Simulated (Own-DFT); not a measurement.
## Calculated data, Si12O23 (quartz with two neutral oxygen vacancies, strained, atoms displaced)

Computed with Own-DFT development build. A calculation, not a measurement: plane-wave PBE and HSE06 DFT by an unreviewed code, no spin, of a simulated cell at Gamma alone, so results move with cell size and shape, stress positive in tension, energies less offsets, not probed for a lower state with spin; oxygen file: force components 24 meV/angstrom off all-electron in a glass; k mesh not checked against a denser one; forces and stress are PBE's, HSE06 gives the energy alone, and its difference from PBE has offsets of its own; offsets are fitted by least squares, one for each functional and potential file, so energies compare only between cells with the same atoms and settings and are not formation energies; the far tail of each file's local potential was reset to the Coulomb form; each entry is a single point on an unrelaxed cell, so the pressure reflects the starting lattice, mostly measured values (interpolated for alloys), from which strain is counted, and rises with the displacements; printed positions are rounded, which can move forces by about a meV/angstrom; the program, named Own-DFT, is a retired in-house code; no spin-orbit coupling.

Common to all runs: first functional PBE; second functional HSE06; exact exchange share 0.25; screening 0.11 1/bohr; exchange divergence Gygi-Baldereschi; potential files PseudoDojo norm-conserving, scalar-relativistic, made for PBE, standard set; wave cutoff 48 hartree; occupations fixed; k mesh 1 x 1 x 1 centred on Gamma.

```json
{"entry": 1, "formula": "Si12O23", "kind": "quartz with two neutral oxygen vacancies, strained, atoms displaced", "structure": {"cell_angstrom": [[9.7261, -0.0631, -0.0385], [-4.9177, 8.4847, 0.115], [-0.0424, 0.1216, 10.8866]], "atoms_fractional": [["Si", 0.22734, 0.99514, 0.99793], ["Si", 0.99887, 0.23711, 0.33261], ["Si", 0.2699, 0.2657, 0.16306], ["O", 0.19601, 0.12556, 0.05846], ["O", 0.43068, 0.29554, 0.22777], ["O", 0.37165, 0.07799, 0.39892], ["O", 0.07165, 0.3654, 0.44061], ["O", 0.1354, 0.20664, 0.27611], ["O", 0.29766, 0.42699, 0.10591], ["Si", 0.22918, 0.997, 0.50337], ["Si", 0.00153, 0.23263, 0.83233], ["Si", 0.26932, 0.2677, 0.66795], ["O", 0.2061, 0.13543, 0.55765], ["O", 0.37123, 0.08053, 0.89005], ["O", 0.07451, 0.36364, 0.93985], ["O", 0.13236, 0.20459, 0.77615], ["O", 0.28879, 0.42826, 0.60483], ["Si", 0.23416, 0.50265, 0.99804], ["Si", 0.00098, 0.73356, 0.32828], ["Si", 0.26475, 0.76701, 0.16356], ["O", 0.20698, 0.63387, 0.06108], ["O", 0.42049, 0.78693, 0.22864], ["O", 0.36351, 0.56808, 0.39122], ["O", 0.07409, 0.86969, 0.44009], ["O", 0.13609, 0.70688, 0.26893], ["O", 0.29607, 0.92992, 0.10627], ["Si", 0.23219, 0.50289, 0.50288], ["Si", 0.99818, 0.73549, 0.83141], ["Si", 0.27009, 0.77445, 0.6658], ["O", 0.21318, 0.6401, 0.56017], ["O", 0.42832, 0.78856, 0.72577], ["O", 0.36992, 0.57118, 0.89133], ["O", 0.07569, 0.86803, 0.94141], ["O", 0.13286, 0.70472, 0.77764], ["O", 0.29655, 0.9315, 0.60845], ["Si", 0.73695, 0.9985, 0.99695], ["Si", 0.49963, 0.22729, 0.32879], ["Si", 0.75791, 0.26161, 0.16374], ["O", 0.70494, 0.13149, 0.06058], ["O", 0.92366, 0.29435, 0.22443], ["O", 0.869, 0.07616, 0.38872], ["O", 0.57174, 0.3654, 0.43315], ["O", 0.6333, 0.20158, 0.27095], ["O", 0.79361, 0.4275, 0.11155], ["Si", 0.73803, 0.00391, 0.49664], ["Si", 0.49987, 0.23555, 0.83092], ["Si", 0.76933, 0.26314, 0.66615], ["O", 0.70656, 0.13479, 0.55871], ["O", 0.92304, 0.29617, 0.72575], ["O", 0.86811, 0.07347, 0.89038], ["O", 0.56785, 0.36436, 0.93658], ["O", 0.80181, 0.42348, 0.60117], ["Si", 0.73691, 0.4987, 0.00047], ["Si", 0.49902, 0.72758, 0.33103], ["Si", 0.75901, 0.76276, 0.17036], ["O", 0.70858, 0.63859, 0.06415], ["O", 0.9307, 0.79577, 0.22577], ["O", 0.86451, 0.569, 0.3963], ["O", 0.57921, 0.86949, 0.44329], ["O", 0.63119, 0.70704, 0.27359], ["O", 0.79557, 0.93009, 0.10659], ["Si", 0.73695, 0.5, 0.49728], ["Si", 0.50076, 0.74017, 0.83807], ["Si", 0.76776, 0.77412, 0.66514], ["O", 0.70867, 0.63601, 0.56029], ["O", 0.92234, 0.79196, 0.72342], ["O", 0.86737, 0.57161, 0.88857], ["O", 0.5731, 0.86697, 0.94035], ["O", 0.63687, 0.71061, 0.77378], ["O", 0.78866, 0.92134, 0.60635]]}, "results": {"PBE_energy_of_cell_above_offsets [eV]": "-20.282", "HSE06_less_PBE_above_offsets [eV]": "-0.164", "PBE_pressure [GPa]": 9.03, "PBE_stress_xx [GPa]": -9.24, "PBE_stress_yy [GPa]": -11.0, "PBE_stress_zz [GPa]": -6.84, "PBE_stress_yz [GPa]": 4.41, "PBE_stress_xz [GPa]": -1.48, "PBE_stress_xy [GPa]": -1.99, "force_element": ["Si", "Si", "Si", "O", "O", "O", "O", "O", "O", "Si", "Si", "Si", "O", "O", "O", "O", "O", "Si", "Si", "Si", "O", "O", "O", "O", "O", "O", "Si", "Si", "Si", "O", "O", "O", "O", "O", "O", "Si", "Si", "Si", "O", "O", "O", "O", "O", "O", "Si", "Si", "Si", "O", "O", "O", "O", "O", "Si", "Si", "Si", "O", "O", "O", "O", "O", "O", "Si", "Si", "Si", "O", "O", "O", "O", "O", "O"], "force_x [eV/angstrom]": [3.058, 1.631, -1.401, 0.055, -0.16, -0.885, -0.642, 0.449, -0.696, 0.831, -0.847, 2.655, -0.543, -1.811, -0.763, 0.954, 1.179, 1.149, 0.468, 1.001, -0.238, 1.046, -0.232, -1.047, -1.433, -0.115, -0.173, 0.329, 0.503, -0.973, -0.812, -0.612, -2.744, 1.051, -0.14, -0.804, -0.036, 2.445, 0.183, 0.491, -0.614, 0.5, -0.427, -0.691, 0.348, 1.243, -6.012, 0.299, 5.094, -0.556, 0.734, -0.79, -1.917, -2.596, 2.324, 0.9, -1.494, 2.654, -1.604, 1.479, 0.475, -2.901, 2.149, 0.0, 0.376, 2.916, -0.858, -0.713, -0.976, -1.712], "force_y [eV/angstrom]": [4.105, 2.032, -1.97, 1.049, 0.192, -2.684, 0.178, 0.304, 1.44, 2.766, 2.441, -0.414, 0.243, -4.402, -0.342, -0.43, -0.647, -0.533, 0.007, -0.464, -0.275, 0.785, -0.605, -2.642, -0.729, 0.886, -0.038, 1.299, -3.405, 0.885, 1.1, -0.544, -3.9, 0.594, 1.42, 1.491, 2.455, -0.602, -0.862, 0.312, -2.171, 0.461, -1.07, 1.505, 0.556, 2.753, -1.067, -0.725, 0.459, -1.666, 1.993, 1.413, 0.814, 2.561, 1.821, -2.253, 0.343, 2.483, -3.177, -1.029, -0.593, -1.336, -1.634, -6.172, -0.613, 0.864, -1.38, 0.623, 0.014, 5.728], "force_z [eV/angstrom]": [1.137, -1.328, 1.019, 0.68, -1.487, 0.886, 0.137, -0.85, -0.983, -0.943, -0.263, 0.845, 0.551, 2.503, -0.311, -0.763, 1.791, 0.661, 2.778, -0.191, -0.847, -0.261, 0.61, -1.781, 1.522, -0.519, -2.03, -0.28, 1.454, 0.261, -0.607, 0.742, -2.634, -1.062, 0.138, 1.472, 1.732, 0.127, -1.417, -0.039, 1.103, 0.396, 0.878, -1.081, 1.181, -5.343, -0.334, -0.417, 2.785, 0.393, 1.889, -0.465, -0.355, 2.955, -1.488, -1.821, -1.049, -3.432, -2.606, 0.383, 0.705, 2.875, -2.358, 0.706, -0.318, 1.296, 1.509, 0.977, 1.156, -2.572]}}
{"entry": 2, "formula": "Si12O23", "kind": "quartz with two neutral oxygen vacancies, strained, atoms displaced", "structure": {"cell_angstrom": [[9.9838, -0.1083, 0.1581], [-5.0857, 8.5792, 0.0244], [0.174, 0.1314, 10.8434]], "atoms_fractional": [["Si", 0.23959, 0.00164, 0.0022], ["Si", 0.00484, 0.23809, 0.33319], ["Si", 0.2668, 0.26668, 0.16645], ["O", 0.20754, 0.13257, 0.06261], ["O", 0.42951, 0.29155, 0.22651], ["O", 0.06959, 0.36485, 0.44019], ["O", 0.13806, 0.20953, 0.27457], ["O", 0.29654, 0.42651, 0.10587], ["Si", 0.22777, 0.0022, 0.50018], ["Si", 0.99524, 0.22634, 0.83226], ["Si", 0.25957, 0.26514, 0.67088], ["O", 0.21001, 0.13171, 0.55833], ["O", 0.43137, 0.29861, 0.72813], ["O", 0.37338, 0.07577, 0.89091], ["O", 0.07206, 0.36714, 0.93957], ["O", 0.12823, 0.20775, 0.77291], ["O", 0.28677, 0.42192, 0.60398], ["Si", 0.22883, 0.49651, 0.00239], ["Si", 0.99879, 0.73253, 0.33426], ["Si", 0.26886, 0.76744, 0.16665], ["O", 0.20818, 0.63099, 0.06235], ["O", 0.42562, 0.79377, 0.2261], ["O", 0.36771, 0.56866, 0.3869], ["O", 0.07232, 0.86657, 0.44435], ["O", 0.12742, 0.70372, 0.27508], ["O", 0.29376, 0.92853, 0.10602], ["Si", 0.23331, 0.50124, 0.49955], ["Si", 0.99095, 0.733, 0.83524], ["Si", 0.26222, 0.76463, 0.67218], ["O", 0.21035, 0.62919, 0.56319], ["O", 0.42411, 0.79259, 0.72281], ["O", 0.36678, 0.56938, 0.89355], ["O", 0.0745, 0.86533, 0.93931], ["O", 0.13232, 0.70914, 0.77314], ["O", 0.29031, 0.93127, 0.61103], ["Si", 0.73463, 0.00219, 0.99893], ["Si", 0.49889, 0.23605, 0.33825], ["Si", 0.76548, 0.26307, 0.16648], ["O", 0.70809, 0.12946, 0.05791], ["O", 0.93074, 0.29672, 0.22868], ["O", 0.86402, 0.06818, 0.38949], ["O", 0.57553, 0.36805, 0.44059], ["O", 0.79276, 0.43231, 0.10289], ["Si", 0.73182, 0.99929, 0.50014], ["Si", 0.49478, 0.23015, 0.83104], ["Si", 0.76701, 0.26403, 0.65907], ["O", 0.70163, 0.13098, 0.56228], ["O", 0.92657, 0.29382, 0.72811], ["O", 0.86542, 0.0764, 0.89263], ["O", 0.56783, 0.3584, 0.94349], ["O", 0.6296, 0.20913, 0.77309], ["O", 0.79502, 0.4278, 0.6097], ["Si", 0.74317, 0.50638, 0.00047], ["Si", 0.49558, 0.73015, 0.33567], ["Si", 0.77006, 0.77502, 0.16303], ["O", 0.70853, 0.63424, 0.06103], ["O", 0.92616, 0.79433, 0.22851], ["O", 0.86678, 0.57345, 0.39147], ["O", 0.57476, 0.87101, 0.44408], ["O", 0.62746, 0.70426, 0.27612], ["O", 0.79406, 0.92275, 0.10544], ["Si", 0.7391, 0.50391, 0.49767], ["Si", 0.4964, 0.72441, 0.83411], ["Si", 0.76492, 0.76496, 0.66506], ["O", 0.71119, 0.63559, 0.55934], ["O", 0.92618, 0.79165, 0.72866], ["O", 0.86505, 0.5718, 0.89346], ["O", 0.57638, 0.86732, 0.9412], ["O", 0.6255, 0.70314, 0.77211], ["O", 0.7895, 0.92329, 0.6091]]}, "results": {"PBE_energy_of_cell_above_offsets [eV]": "-20.121", "HSE06_less_PBE_above_offsets [eV]": "0.538", "PBE_pressure [GPa]": 4.3, "PBE_stress_xx [GPa]": -2.65, "PBE_stress_yy [GPa]": -7.14, "PBE_stress_zz [GPa]": -3.11, "PBE_stress_yz [GPa]": 4.15, "PBE_stress_xz [GPa]": 5.21, "PBE_stress_xy [GPa]": -1.43, "force_element": ["Si", "Si", "Si", "O", "O", "O", "O", "O", "Si", "Si", "Si", "O", "O", "O", "O", "O", "O", "Si", "Si", "Si", "O", "O", "O", "O", "O", "O", "Si", "Si", "Si", "O", "O", "O", "O", "O", "O", "Si", "Si", "Si", "O", "O", "O", "O", "O", "Si", "Si", "Si", "O", "O", "O", "O", "O", "O", "Si", "Si", "Si", "O", "O", "O", "O", "O", "O", "Si", "Si", "Si", "O", "O", "O", "O", "O", "O"], "force_x [eV/angstrom]": [-1.404, -0.814, 2.55, 0.219, -1.083, 0.29, -1.032, -0.871, 5.017, -1.599, 4.261, -2.737, -2.874, -2.164, -0.313, 0.76, 0.103, 1.294, -1.036, -0.68, -0.479, 0.701, -1.711, -0.971, 1.921, 0.791, 0.623, 3.041, 1.641, -1.108, 1.73, -1.187, 0.264, -2.948, -0.033, 0.437, 0.436, -2.008, -0.887, -0.455, 0.372, 0.269, 2.519, 1.077, 1.533, -0.424, 0.749, -0.235, -0.076, 1.007, 2.345, -0.79, -5.283, 0.464, 1.716, 0.028, -0.052, 0.505, -1.517, 1.729, -2.302, -0.959, -2.35, 0.77, 0.124, -1.766, 1.362, -0.491, 2.687, -0.691], "force_y [eV/angstrom]": [-0.204, -0.766, 0.036, -0.494, 0.128, 0.749, -0.477, 0.782, -0.558, 5.885, 0.186, 3.573, -0.194, -4.759, -1.301, -1.371, 0.259, -0.573, 3.332, -0.72, 0.838, 0.069, -2.779, -1.844, 0.201, -0.656, -1.585, 2.135, 1.35, 1.594, -0.511, -2.38, 0.729, -1.203, -0.601, -2.689, -2.645, 0.871, 1.863, -0.031, 0.714, 1.213, -2.083, 0.332, 5.399, 0.733, -1.447, -0.457, -3.157, 1.553, -0.148, 1.425, -3.429, 4.46, -5.799, 0.75, 0.068, -1.151, -2.728, 0.671, 5.004, -2.01, 5.081, -0.706, -0.205, 0.323, -0.261, -1.629, -0.393, 1.64], "force_z [eV/angstrom]": [-1.276, -0.285, -0.303, -0.454, -0.435, 0.624, 1.103, -0.672, -0.876, -0.55, -2.499, 2.837, -1.399, 2.362, -0.713, 0.849, -0.113, 0.187, -0.852, 0.096, 0.508, 0.906, 1.945, -1.499, -1.041, 0.761, -0.237, -0.876, -3.261, 0.679, 1.79, 1.217, 0.659, 2.622, -0.735, 1.022, -1.043, 1.253, 1.347, -0.728, -0.035, 0.982, 2.187, 1.237, -0.219, 4.126, -1.656, -0.478, 0.675, 0.396, -1.649, -1.842, 0.791, -1.092, 3.23, 0.174, 0.122, -0.366, -1.775, -1.376, -2.831, 2.769, -0.724, 1.04, -0.188, -1.122, -1.979, -1.113, -1.151, -1.061]}}
{"entry": 3, "formula": "Si12O23", "kind": "quartz with two neutral oxygen vacancies, strained, atoms displaced", "structure": {"cell_angstrom": [[9.722, 0.1841, -0.0048], [-4.7015, 8.4656, 0.15], [-0.0053, 0.1874, 10.7446]], "atoms_fractional": [["Si", 0.2267, 0.99311, 0.0015], ["Si", 0.00069, 0.23658, 0.33409], ["Si", 0.2622, 0.2654, 0.16907], ["O", 0.20788, 0.13589, 0.06141], ["O", 0.42505, 0.29171, 0.2213], ["O", 0.36556, 0.07644, 0.39835], ["O", 0.07522, 0.37014, 0.43848], ["O", 0.1356, 0.2042, 0.27398], ["Si", 0.22753, 0.99482, 0.49949], ["Si", 0.00562, 0.23825, 0.83137], ["Si", 0.2647, 0.26265, 0.66968], ["O", 0.20141, 0.12842, 0.55972], ["O", 0.42558, 0.29361, 0.73174], ["O", 0.36784, 0.07179, 0.89121], ["O", 0.07192, 0.36599, 0.94535], ["O", 0.12996, 0.20102, 0.77223], ["O", 0.29343, 0.42378, 0.60515], ["Si", 0.24249, 0.50253, 0.99562], ["Si", 0.9942, 0.7345, 0.33465], ["Si", 0.26485, 0.76146, 0.1676], ["O", 0.43078, 0.79272, 0.22736], ["O", 0.37211, 0.58189, 0.39886], ["O", 0.07355, 0.86018, 0.4418], ["O", 0.13179, 0.71295, 0.27523], ["O", 0.28968, 0.92634, 0.10514], ["Si", 0.23652, 0.50773, 0.50272], ["Si", 0.99927, 0.73257, 0.82712], ["Si", 0.26549, 0.76761, 0.66791], ["O", 0.20814, 0.63197, 0.55952], ["O", 0.42532, 0.7931, 0.72657], ["O", 0.36402, 0.56815, 0.89059], ["O", 0.07742, 0.87089, 0.93957], ["O", 0.13382, 0.70862, 0.77356], ["O", 0.29098, 0.92381, 0.60382], ["Si", 0.73301, 0.00279, 0.99962], ["Si", 0.49466, 0.2287, 0.33337], ["Si", 0.76517, 0.26089, 0.16851], ["O", 0.70779, 0.13266, 0.06238], ["O", 0.93163, 0.29665, 0.22983], ["O", 0.86126, 0.06812, 0.40213], ["O", 0.57107, 0.36323, 0.44143], ["O", 0.62937, 0.20581, 0.27383], ["O", 0.7907, 0.41807, 0.10957], ["Si", 0.73725, 0.00026, 0.50004], ["Si", 0.50098, 0.23542, 0.83689], ["Si", 0.76269, 0.26298, 0.66923], ["O", 0.70908, 0.13578, 0.5656], ["O", 0.92078, 0.29365, 0.7236], ["O", 0.86585, 0.07101, 0.8902], ["O", 0.5674, 0.36749, 0.9403], ["O", 0.63352, 0.20677, 0.77224], ["O", 0.79329, 0.42689, 0.60968], ["Si", 0.73073, 0.49986, 0.99944], ["Si", 0.49904, 0.73589, 0.33441], ["Si", 0.77163, 0.77186, 0.16143], ["O", 0.70978, 0.63415, 0.06152], ["O", 0.92604, 0.79202, 0.22173], ["O", 0.86464, 0.57319, 0.39265], ["O", 0.57281, 0.8667, 0.43884], ["O", 0.63006, 0.70992, 0.28004], ["O", 0.79287, 0.92584, 0.10676], ["Si", 0.73985, 0.51026, 0.49261], ["Si", 0.50197, 0.7343, 0.83345], ["Si", 0.75967, 0.76568, 0.66642], ["O", 0.70863, 0.63737, 0.56143], ["O", 0.92459, 0.79707, 0.72045], ["O", 0.86527, 0.5791, 0.89192], ["O", 0.57833, 0.87135, 0.93947], ["O", 0.6349, 0.70994, 0.77863], ["O", 0.79386, 0.92103, 0.60692]]}, "results": {"PBE_energy_of_cell_above_offsets [eV]": "-18.618", "HSE06_less_PBE_above_offsets [eV]": "-0.319", "PBE_pressure [GPa]": 11.01, "PBE_stress_xx [GPa]": -14.83, "PBE_stress_yy [GPa]": -7.76, "PBE_stress_zz [GPa]": -10.45, "PBE_stress_yz [GPa]": 6.01, "PBE_stress_xz [GPa]": 1.29, "PBE_stress_xy [GPa]": 3.08, "force_element": ["Si", "Si", "Si", "O", "O", "O", "O", "O", "Si", "Si", "Si", "O", "O", "O", "O", "O", "O", "Si", "Si", "Si", "O", "O", "O", "O", "O", "Si", "Si", "Si", "O", "O", "O", "O", "O", "O", "Si", "Si", "Si", "O", "O", "O", "O", "O", "O", "Si", "Si", "Si", "O", "O", "O", "O", "O", "O", "Si", "Si", "Si", "O", "O", "O", "O", "O", "O", "Si", "Si", "Si", "O", "O", "O", "O", "O", "O"], "force_x [eV/angstrom]": [0.246, 1.624, -0.268, -0.331, 0.973, -0.17, 0.407, -1.846, -0.386, -3.055, 0.867, -0.821, -0.94, -0.639, 0.022, 1.097, 0.172, -2.441, 1.087, 0.797, -2.785, -0.533, -1.059, 1.406, 2.235, 1.537, -2.304, 0.804, -3.146, 0.358, 2.54, -1.888, 1.737, 0.532, 1.203, -0.369, 0.406, -1.014, -2.273, 4.418, 0.609, 2.132, -1.457, -5.185, 0.461, -0.946, 0.161, 3.867, 0.255, 0.796, -1.04, -1.128, 0.876, 0.294, -2.007, -1.099, 0.821, 2.32, 0.294, 5.486, -0.887, -3.143, -1.85, 1.85, -0.619, 1.41, -0.112, -0.963, 2.06, -1.456], "force_y [eV/angstrom]": [4.171, -1.189, 2.406, -0.748, 0.459, -1.532, 0.388, -1.235, 1.008, -0.101, -1.109, 1.453, 0.694, -1.01, -0.136, -0.515, 0.312, -2.413, 1.058, -1.585, 1.253, -1.855, -0.275, -0.741, -1.235, -4.366, 2.57, -2.097, 4.154, 0.289, 1.951, -3.207, -0.934, 0.687, -0.497, 3.001, -1.573, 0.96, 0.232, 4.08, 0.982, -0.817, 3.203, -2.104, -0.733, 0.459, -1.69, 0.648, 0.746, 1.169, -0.888, 1.897, -1.682, 1.193, -4.776, 0.925, 0.692, 1.008, 1.505, -0.154, 3.217, -5.312, 1.303, -3.241, -0.18, -0.055, -1.186, -1.606, -0.997, 3.703], "force_z [eV/angstrom]": [-2.045, 3.403, -4.387, -0.568, 0.468, -0.306, 0.24, 2.436, -0.739, 1.823, -1.982, 1.299, -1.421, 1.078, -1.207, 0.163, 0.606, 6.508, 0.058, -1.635, -2.535, 0.305, -0.153, -0.208, 2.509, -2.978, 2.129, -1.114, 3.008, -0.091, -3.074, -2.412, -0.168, 0.698, -1.808, 1.192, 1.25, 0.563, -2.235, -5.363, -0.234, -0.504, -2.152, 2.968, 0.599, -1.988, -1.452, 1.948, 0.006, 0.856, 2.078, -1.698, -0.226, 2.63, 3.049, 0.448, 0.32, -2.937, 1.352, -3.299, -1.082, 4.545, 2.184, 1.102, -0.534, 0.792, 0.476, -0.766, -0.599, -1.193]}}
```
